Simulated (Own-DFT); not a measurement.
Simulation results for GaP (zincblende, atoms displaced)

All values are calculated (Own-DFT development build). A calculation, not a measurement: plane-wave PBE density functional theory by an unreviewed code, no spin, of a simulated periodic cell, stress positive in tension, free energy of the whole cell less one offset for each atom, forces on such cells passed a denser k mesh, this cell's mesh not checked; offsets are fitted by least squares, one for each functional and potential file, so energies compare only between cells with the same atoms and settings and are not formation energies; the far tail of each file's local potential was reset to the Coulomb form; each entry is a single point on an unrelaxed cell, so the pressure reflects the starting lattice, mostly measured values (interpolated for alloys), from which strain is counted, and rises with the displacements; printed positions are rounded, which can move forces by about a meV/angstrom; the program, named Own-DFT, is a retired in-house code; no spin-orbit coupling; before rounding, a Quantum ESPRESSO 7.3.1 run of the same cell and cutoff gave forces within 1 meV/angstrom rms on each cell, which checks the program and not the settings.

Common to all runs: functional PBE; potential files PseudoDojo norm-conserving, scalar-relativistic, standard set; wave cutoff 42 hartree; occupations Fermi-Dirac; smearing width 0.1 eV; k mesh 2 x 3 x 3 centred on Gamma.

(1) 
```xyz
96
Lattice="16.3515 0.0000 0.0000 0.0000 10.9010 0.0000 0.0000 0.0000 10.9010" Properties=species:S:1:pos:R:3:force_x:R:1:force_y:R:1:force_z:R:1 formula=GaP free_energy_of_cell_above_offsets=-53.602 pressure=2.71 stress_xx=-2.7 stress_yy=-2.71 stress_zz=-2.72 stress_yz=-0.14 stress_xz=0.16 stress_xy=-0.12
Ga    16.3474     0.0041    10.8788      0.266     -0.001      0.431
Ga     0.0077     2.7089     2.7158     -0.166      0.313      0.209
Ga     2.7404     0.0062     2.7780     -0.258     -0.105     -0.814
Ga     2.7442     2.7406     0.0127     -0.262     -0.083      -0.18
P      1.3519     1.4015     1.3747      0.335     -0.675      -0.14
P      1.3347     4.1102     4.0813      0.255     -0.344      0.183
P      4.0663     1.3461     4.0820       0.42      0.358      0.246
P      4.0867     4.0931     1.3481      0.024     -0.072      0.457
Ga    16.3305    10.8576     5.4318      0.272      0.724      0.028
Ga    16.3455     2.7369     8.1596      0.314     -0.217      0.001
Ga     2.7175    10.8755     8.1513      0.286      0.226      0.016
Ga     2.7614     2.7495     5.4440     -0.397     -0.025     -0.146
P      1.4056     1.3657     6.7979     -0.554     -0.076     -0.127
P      1.3498     4.0908     9.5453     -0.096     -0.233      0.161
P      4.0620     1.3698     9.5311      0.321      -0.11     -0.013
P      4.0666     4.0954     6.8234      0.193       0.04      0.095
Ga     0.0057     5.4611     0.0045     -0.285     -0.082     -0.204
Ga    16.3493     8.1616     2.7148       0.11      0.003      0.236
Ga     2.7187     5.4548     2.7471     -0.109     -0.092     -0.328
Ga     2.7064     8.2109    10.8575      0.337     -0.706      0.582
P      1.3329     6.7885     1.3576      0.555      0.453     -0.077
P      1.3940     9.5416     4.0996     -0.527     -0.206     -0.253
P      4.0575     6.8195     4.0791      0.361      -0.14      0.015
P      4.0936     9.5135     1.3664     -0.277      0.135      0.116
Ga    16.3207     5.4181     5.4695      0.496      0.653     -0.053
Ga     0.0324     8.1981     8.2154     -0.182     -0.189     -0.451
Ga     2.7022     5.4237     8.2205      0.148       0.24     -0.299
Ga     2.7402     8.1785     5.4189     -0.044      -0.03      0.522
P      1.3982     6.8264     6.8370     -0.368      -0.14      -0.24
P      1.3907     9.5409     9.5430     -0.396      0.411     -0.115
P      4.0975     6.7885     9.5319     -0.139      0.365      0.067
P      4.1206     9.5195     6.8126     -0.369     -0.038     -0.013
Ga     5.4349    10.8798     0.0070     -0.076      0.089     -0.225
Ga     5.4523     2.6845     2.7119     -0.103      0.037     -0.175
Ga     8.1968     0.0081     2.7088     -0.031     -0.132      0.391
Ga     8.2251     2.7252    10.8884     -0.636     -0.063      0.111
P      6.8219     1.3036     1.3675      0.086      0.627     -0.399
P      6.7721     4.0866     4.0444      0.363     -0.068      0.428
P      9.5629     1.3571     4.0962     -0.055      0.037     -0.287
P      9.5306     4.0954     1.3689      0.227     -0.338       0.09
Ga     5.4248    10.8875     5.4496      0.282      0.181      0.003
Ga     5.4729     2.7521     8.1689     -0.395     -0.174      0.105
Ga     8.1548     0.0216     8.1959      0.037      0.082     -0.035
Ga     8.1994     2.7207     5.4299     -0.536     -0.039     -0.087
P      6.7924     1.3776     6.8223      0.192     -0.107      -0.33
P      6.8002     4.1029     9.5344      0.116     -0.102       0.49
P      9.5741     1.3869     9.5368     -0.195     -0.426      0.012
P      9.5342     4.0454     6.8039       0.03      0.359      0.231
Ga     5.4316     5.4721     0.0327      0.108      -0.22     -0.334
Ga     5.4556     8.1497     2.7308     -0.164      0.133     -0.013
Ga     8.1949     5.4315     2.7102     -0.331      0.234      0.278
Ga     8.1779     8.1572     0.0167     -0.098      0.075     -0.108
P      6.7860     6.7897     1.3804      0.509      0.171     -0.065
P      6.7908     9.5424     4.0629      0.282      0.025      0.153
P      9.5307     6.8143     4.1050     -0.121      0.047     -0.347
P      9.5480     9.5460     1.3716     -0.148     -0.142     -0.183
Ga     5.4186     5.4475     5.4554       0.05      0.006      -0.15
Ga     5.4693     8.1660     8.1673       -0.1     -0.157      0.098
Ga     8.1625     5.4199     8.1791      0.262      0.405     -0.118
Ga     8.1772     8.1876     5.4434     -0.407     -0.075      -0.05
P      6.7934     6.8037     6.7994      0.337     -0.062     -0.041
P      6.8050     9.5278     9.5299      0.132      0.016      0.259
P      9.5716     6.8516     9.5234     -0.274     -0.642      0.182
P      9.4846     9.5615     6.7986      0.505     -0.112      0.327
Ga    10.9056    10.8915     0.0095      0.224      0.127     -0.141
Ga    10.9376     2.7408     2.7393     -0.334     -0.185     -0.146
Ga    13.6396    10.8774     2.7427     -0.146      0.362     -0.013
Ga    13.6117     2.7282    10.8876      0.416      0.193      0.136
P     12.2857     1.3911     1.3583     -0.122     -0.492      0.105
P     12.2431     4.0958     4.0905      0.283      0.027      0.299
P     14.9681     1.4133     4.0985      0.216     -0.626     -0.064
P     15.0105     4.1039     1.3818     -0.298     -0.248     -0.343
Ga    10.8988    10.8825     5.4521      0.046      0.139       0.13
Ga    10.9190     2.7372     8.2004      0.004      -0.06     -0.344
Ga    13.6678    10.8729     8.1717     -0.458      0.506      0.184
Ga    13.6249     2.7226     5.4843     -0.153      0.282      -0.27
P     12.2687     1.3841     6.8107     -0.024     -0.468      0.295
P     12.2446     4.0973     9.5505      0.311     -0.003     -0.126
P     15.0180     1.3663     9.5509     -0.382      0.062     -0.299
P     14.9963     4.0959     6.8057     -0.369     -0.199      0.325
Ga    10.9017     5.4117     0.0290     -0.159      0.587      -0.27
Ga    10.8833     8.1797     2.7145      0.097     -0.305      0.041
Ga    13.6062     5.4275     2.7152       0.15      0.138      0.167
Ga    13.6296     8.1666     0.0160     -0.118     -0.034     -0.286
P     12.2642     6.7958     1.3652     -0.115      0.132      0.022
P     12.2364     9.5195     4.0763      0.293      0.091       0.16
P     14.9834     6.7928     4.0907     -0.022       0.13     -0.016
P     14.9883     9.5321     1.3683      0.099      0.112     -0.115
Ga    10.8556     5.4454     5.4440      0.227     -0.079      0.129
Ga    10.9253     8.1935     8.1716     -0.472      -0.18     -0.609
Ga    13.5928     5.4467     8.1491      0.233      0.072      0.222
Ga    13.6405     8.1828     5.4488      -0.11     -0.124     -0.039
P     12.2554     6.7973     6.7926     -0.119      0.217     -0.075
P     12.2418     9.5070     9.4944       0.56       0.53      0.657
P     14.9887     6.8201     9.5145     -0.102     -0.124       0.16
P     14.9903     9.5633     6.8164      0.232     -0.601     -0.002
```

Units: free_energy_of_cell_above_offsets in eV; pressure, stress_xx, stress_yy, stress_zz, stress_yz, stress_xz, stress_xy in GPa; force_x, force_y, force_z in eV/Å.

(2) 
```xyz
96
Lattice="16.3515 0.0000 0.0000 0.0000 10.9010 0.0000 0.0000 0.0000 10.9010" Properties=species:S:1:pos:R:3:force_x:R:1:force_y:R:1:force_z:R:1 formula=GaP free_energy_of_cell_above_offsets=-53.498 pressure=2.73 stress_xx=-2.74 stress_yy=-2.72 stress_zz=-2.73 stress_yz=0.05 stress_xz=0.11 stress_xy=-0.33
Ga    16.3400    10.8396     0.0227      0.144      0.816     -0.682
Ga     0.0191     2.7435     2.6964     -0.265      0.042      0.384
Ga     2.7179    10.8912     2.7250     -0.011     -0.029     -0.101
Ga     2.7111     2.7403     0.0187     -0.294     -0.054     -0.306
P      1.3197     1.3550     1.3625      0.499     -0.144     -0.119
P      1.3822     4.1234     4.0877     -0.369     -0.315     -0.247
P      4.0720     1.3844     4.0896      0.083     -0.319      -0.22
P      4.0692     4.0948     1.3425      0.321     -0.156      0.339
Ga     0.0381    10.8993     5.4743     -0.446     -0.046     -0.342
Ga    16.3147     2.7407     8.1740      0.484     -0.164     -0.096
Ga     2.7240     0.0287     8.1804      0.079      0.016      0.066
Ga     2.7134     2.7417     5.4004      0.091      0.069      0.524
P      1.3669     1.3767     6.7864      0.007      0.225      0.315
P      1.3343     4.1005     9.5123      0.103      0.098      0.413
P      4.1148     1.4118     9.5576     -0.407     -0.466     -0.018
P      4.0605     4.0966     6.8382      0.095     -0.262     -0.404
Ga    16.2944     5.4743     0.0213      0.667      -0.34     -0.037
Ga     0.0252     8.1893     2.7209     -0.386     -0.209     -0.027
Ga     2.7045     5.4209     2.6964      0.247       0.51     -0.003
Ga     2.7222     8.1820    10.8833      -0.05     -0.011     -0.187
P      1.3625     6.8342     1.3486     -0.052     -0.252      0.031
P      1.3498     9.5084     4.0877      0.327      0.365      0.152
P      4.0926     6.8107     4.0666     -0.344     -0.188      0.252
P      4.1045     9.5122     1.3429     -0.242      0.284       0.26
Ga     0.0187     5.4560     5.4335     -0.295      0.219      0.299
Ga    16.3302     8.1695     8.1653     -0.069     -0.312       0.12
Ga     2.7368     5.4535     8.1688     -0.326      0.076      0.199
Ga     2.7365     8.1840     5.4710      0.058     -0.088     -0.208
P      1.3750     6.8305     6.8266     -0.096     -0.175     -0.154
P      1.3241     9.5261     9.5067      0.416      0.204      0.196
P      4.0926     6.8227     9.5129      -0.24     -0.133      0.364
P      4.0955     9.5496     6.8202     -0.071      0.014      0.162
Ga     5.4460    10.8847    10.8943      0.078      0.039     -0.169
Ga     5.4670     2.6985     2.7350     -0.263      0.462     -0.108
Ga     8.1897     0.0356     2.7360     -0.183     -0.359     -0.199
Ga     8.1666     2.7384     0.0045     -0.004      -0.02     -0.237
P      6.7856     1.3815     1.3409      0.366     -0.355      0.144
P      6.7939     4.1057     4.0902      0.042     -0.145      0.111
P      9.5431     1.3883     4.0976      0.059     -0.193      0.068
P      9.5670     4.0765     1.3521     -0.653      0.098      0.204
Ga     5.4264     0.0158     5.4509      0.202      -0.07      0.021
Ga     5.4404     2.7476     8.1847      0.136     -0.038     -0.226
Ga     8.1963     0.0204     8.2019     -0.455     -0.259     -0.424
Ga     8.1589     2.7134     5.4646      0.101      0.437      -0.16
P      6.8040     1.3896     6.7952     -0.105     -0.365      0.401
P      6.7921     4.1001     9.5329      0.047      0.058      0.398
P      9.5249     1.3835     9.4993      0.165      -0.09      0.787
P      9.5057     4.1221     6.8212      0.532     -0.463     -0.094
Ga     5.4306     5.4815     0.0202      0.157     -0.048     -0.215
Ga     5.4385     8.1832     2.7636      0.201     -0.082     -0.332
Ga     8.1676     5.4386     2.7194      0.033      0.103     -0.122
Ga     8.1699     8.1700     0.0451      0.036      0.175     -0.759
P      6.8257     6.8540     1.3456      -0.35     -0.503       0.58
P      6.8094     9.5114     4.1122      0.041      0.673     -0.278
P      9.5651     6.7899     4.0792      -0.33      0.421     -0.217
P      9.5478     9.5025     1.3327     -0.056      0.493      0.707
Ga     5.4239     5.4607     5.4881      0.177      0.096     -0.114
Ga     5.4436     8.1629     8.1991       0.05      0.095     -0.477
Ga     8.1876     5.4222     8.2100     -0.195      0.503      -0.07
Ga     8.2046     8.2006     5.4271      0.041     -0.367      0.468
P      6.8176     6.8219     6.8397      0.221     -0.022       -0.2
P      6.7971     9.5052     9.5189      0.401      0.426      0.334
P      9.5399     6.8416     9.5459     -0.094     -0.367      0.163
P      9.5754     9.5652     6.8209     -0.364     -0.299      0.075
Ga    10.8863     0.0005     0.0298     -0.142      0.063     -0.544
Ga    10.8769     2.7637     2.7395      0.462     -0.321      0.022
Ga    13.6225     0.0174     2.7434     -0.116     -0.158     -0.372
Ga    13.6188     2.6991     0.0183      0.059      0.372     -0.183
P     12.2393     1.3697     1.3308       0.01     -0.037      0.723
P     12.2800     4.0787     4.1165     -0.282      0.305     -0.364
P     14.9712     1.3708     4.0726      0.476      0.038      0.272
P     14.9771     4.1032     1.3740     -0.067     -0.236     -0.006
Ga    10.9100    10.8852     5.4552       0.06      0.517      0.074
Ga    10.9209     2.7221     8.2055     -0.307      0.339     -0.461
Ga    13.6297    10.8857     8.1669       0.06      0.241       0.12
Ga    13.6169     2.7311     5.4415      0.251     -0.118      0.252
P     12.2622     1.3977     6.8254      0.053     -0.451     -0.186
P     12.2565     4.0739     9.5427      0.141      0.314      0.241
P     14.9945     1.4096     9.5386     -0.024     -0.844      0.149
P     14.9976     4.0752     6.8256     -0.157      0.366      -0.43
Ga    10.8715     5.4381     0.0285      0.429       0.32     -0.448
Ga    10.9323     8.2088     2.7594      -0.16     -0.524     -0.448
Ga    13.6073     5.4580     2.7075      0.262     -0.168      0.521
Ga    13.6272     8.2005     0.0137     -0.042     -0.242      -0.17
P     12.2962     6.7861     1.3715     -0.547      0.539     -0.147
P     12.2540     9.5341     4.1094      0.398       0.25     -0.079
P     14.9578     6.8449     4.0989      0.481     -0.424      -0.43
P     15.0155     9.5492     1.3355     -0.584     -0.273      0.768
Ga    10.8890     5.4693     5.4320      0.218     -0.295       0.39
Ga    10.9087     8.1424     8.1697      0.175      0.279     -0.022
Ga    13.6555     5.4578     8.2046      -0.35     -0.273     -0.278
Ga    13.6213     8.1548     5.4436     -0.013      0.344       0.12
P     12.2937     6.8157     6.7944     -0.238     -0.295      0.308
P     12.2503     9.5468     9.5499      0.038      -0.08     -0.105
P     14.9840     6.7766     9.5656     -0.119      0.817     -0.234
P     14.9922     9.5080     6.8017     -0.117      0.329     -0.034
```

Units: free_energy_of_cell_above_offsets in eV; pressure, stress_xx, stress_yy, stress_zz, stress_yz, stress_xz, stress_xy in GPa; force_x, force_y, force_z in eV/Å.

(3) 
```xyz
96
Lattice="16.3515 0.0000 0.0000 0.0000 10.9010 0.0000 0.0000 0.0000 10.9010" Properties=species:S:1:pos:R:3:force_x:R:1:force_y:R:1:force_z:R:1 formula=GaP free_energy_of_cell_above_offsets=-53.546 pressure=2.73 stress_xx=-2.72 stress_yy=-2.73 stress_zz=-2.73 stress_yz=0.05 stress_xz=-0.23 stress_xy=0.03
Ga     0.0001     0.0031    10.8932     -0.039      0.082       0.04
Ga    16.3042     2.7419     2.7354      0.569     -0.115     -0.308
Ga     2.7209    10.8844     2.7794      0.069      0.007     -0.621
Ga     2.7317     2.7100    10.8989      -0.03      0.113      0.191
P      1.3740     1.3506     1.3717     -0.176      0.124      0.139
P      1.3428     4.0950     4.0850      0.316     -0.339     -0.289
P      4.0710     1.3556     4.0611      0.469      0.059      0.493
P      4.1076     4.0994     1.3462     -0.579      -0.19      0.325
Ga    16.3332    10.8907     5.4659     -0.011      0.063     -0.223
Ga    16.3424     2.7374     8.1751      0.046     -0.227      0.014
Ga     2.7164     0.0405     8.1579     -0.081     -0.079      0.364
Ga     2.7230     2.7283     5.4313     -0.106      -0.16       0.06
P      1.3452     1.3470     6.7901     -0.001      0.426      0.112
P      1.3813     4.0774     9.5438     -0.285     -0.007     -0.022
P      4.0995     1.3947     9.5389     -0.071     -0.462     -0.011
P      4.0620     4.0714     6.8313       0.38     -0.009     -0.503
Ga    16.3381     5.4413    10.8902      0.359     -0.118      0.068
Ga     0.0044     8.2179     2.7300      0.078     -0.369      -0.22
Ga     2.7248     5.4513     2.7372      0.046      -0.09     -0.131
Ga     2.7297     8.2209     0.0306     -0.189     -0.617       -0.5
P      1.3706     6.7736     1.3465     -0.158       0.56      0.194
P      1.3746     9.5494     4.1023     -0.275     -0.189       0.12
P      4.1014     6.7821     4.1035     -0.222      0.395     -0.261
P      4.0766     9.5118     1.3677      0.418      0.602       0.24
Ga     0.0082     5.3953     5.4218     -0.338      0.589      0.378
Ga    16.3467     8.1782     8.1838       0.16     -0.291      0.021
Ga     2.7230     5.4102     8.1582     -0.042      0.625      0.224
Ga     2.6973     8.1449     5.4467      0.458      0.313      0.042
P      1.3608     6.8116     6.7824     -0.263      -0.37      0.409
P      1.3487     9.5453     9.5316      0.237      0.084      0.017
P      4.1070     6.8177     9.5296     -0.342     -0.116       0.24
P      4.0510     9.5676     6.8405      0.449     -0.346     -0.365
Ga     5.4837     0.0311    10.8992     -0.548     -0.311       0.07
Ga     5.4179     2.7454     2.7178      0.364      -0.34     -0.077
Ga     8.1978     0.0019     2.7369     -0.367     -0.046     -0.055
Ga     8.1812     2.7367     0.0052     -0.042      -0.17      0.062
P      6.8216     1.3408     1.3472      0.036      0.481       0.51
P      6.8112     4.0855     4.0875        0.1      0.023     -0.181
P      9.5483     1.3494     4.0646     -0.213      0.532      0.198
P      9.5429     4.0610     1.3803     -0.128      0.509     -0.232
Ga     5.5085    10.8980     5.4772     -0.774      -0.25     -0.447
Ga     5.4338     2.7037     8.1553      0.521      0.235      0.079
Ga     8.1781    10.8965     8.1453       0.01      0.135       0.32
Ga     8.1775     2.7395     5.4529      0.239     -0.117     -0.329
P      6.8385     1.3559     6.7562     -0.105      0.254      0.722
P      6.8339     4.0974     9.5651     -0.507     -0.193     -0.234
P      9.5213     1.3761     9.5454      0.142      -0.18     -0.216
P      9.5430     4.0514     6.8241     -0.063      0.722      -0.31
Ga     5.4339     5.4396     0.0444      0.383      0.414     -0.532
Ga     5.4637     8.1361     2.7059     -0.134      0.172      0.168
Ga     8.2002     5.4666     2.7287          0     -0.167      0.058
Ga     8.1506     8.1804     0.0126      0.681     -0.055     -0.181
P      6.8497     6.8236     1.3611     -0.318     -0.392      0.076
P      6.8208     9.5143     4.0822     -0.185      0.214     -0.144
P      9.5678     6.8089     4.0919     -0.287      0.315      0.053
P      9.5250     9.5477     1.4003      0.382     -0.249     -0.476
Ga     5.4419     5.4371     5.4169      0.078     -0.152      0.595
Ga     5.4619     8.1917     8.2005     -0.145      0.151     -0.091
Ga     8.1526     5.4464     8.1836      0.129     -0.111     -0.247
Ga     8.1372     8.1786     5.4575      0.508     -0.196      0.043
P      6.7930     6.8167     6.8197     -0.021      -0.13     -0.067
P      6.8271     9.5568     9.5764     -0.029     -0.016     -0.523
P      9.5457     6.7627     9.5200     -0.119      0.662      0.292
P      9.5503     9.5535     6.8123     -0.214      -0.23     -0.117
Ga    10.9129    10.8928    10.8766     -0.398      0.066      0.233
Ga    10.8881     2.7445     2.7140      0.098     -0.209      0.213
Ga    13.6184    10.8850     2.6978      -0.36      0.396      0.255
Ga    13.6362     2.7543    10.8912     -0.201     -0.395      0.076
P     12.2044     1.3895     1.3490      0.693     -0.178     -0.022
P     12.2781     4.0813     4.0544     -0.197      0.161      0.279
P     14.9993     1.3857     4.0736     -0.443     -0.474      0.265
P     14.9960     4.0935     1.3493      -0.08          0      0.039
Ga    10.8634     0.0318     5.4406      0.444     -0.183      0.174
Ga    10.8844     2.7635     8.1898      0.273     -0.395       0.26
Ga    13.6248     0.0121     8.1559       0.05     -0.227      0.069
Ga    13.6002     2.7350     5.4469      0.136     -0.191       0.03
P     12.2684     1.3587     6.8403     -0.346       0.24     -0.341
P     12.2587     4.1164     9.5722      0.107     -0.117     -0.401
P     14.9639     1.3418     9.5234      0.252      0.359      0.171
P     14.9681     4.0845     6.8190      0.061      0.087     -0.078
Ga    10.9203     5.4619     0.0179     -0.392     -0.158      0.066
Ga    10.9439     8.2046     2.7513     -0.582       -0.4     -0.393
Ga    13.6382     5.4437     2.7124      0.037      0.338      0.045
Ga    13.6297     8.1827    10.8826     -0.052     -0.187      0.266
P     12.2437     6.8136     1.3608      0.382      0.233      0.109
P     12.2322     9.5137     4.0969      0.592      0.705      0.298
P     14.9977     6.8395     4.1014       0.06     -0.339     -0.263
P     14.9672     9.5556     1.3543      0.272     -0.193     -0.086
Ga    10.9245     5.4817     5.4408     -0.144     -0.546      0.082
Ga    10.8945     8.2055     8.1931       0.06     -0.287     -0.029
Ga    13.6078     5.4665     8.1674      0.087     -0.025      0.165
Ga    13.6418     8.1855     5.4446     -0.186     -0.063       0.13
P     12.2594     6.8190     6.8052      0.079       0.31      0.173
P     12.2874     9.5526     9.5439     -0.116     -0.107      -0.21
P     15.0003     6.7963     9.5690     -0.191        0.2     -0.483
P     14.9969     9.5252     6.8298     -0.217      0.112     -0.116
```

Units: free_energy_of_cell_above_offsets in eV; pressure, stress_xx, stress_yy, stress_zz, stress_yz, stress_xz, stress_xy in GPa; force_x, force_y, force_z in eV/Å.
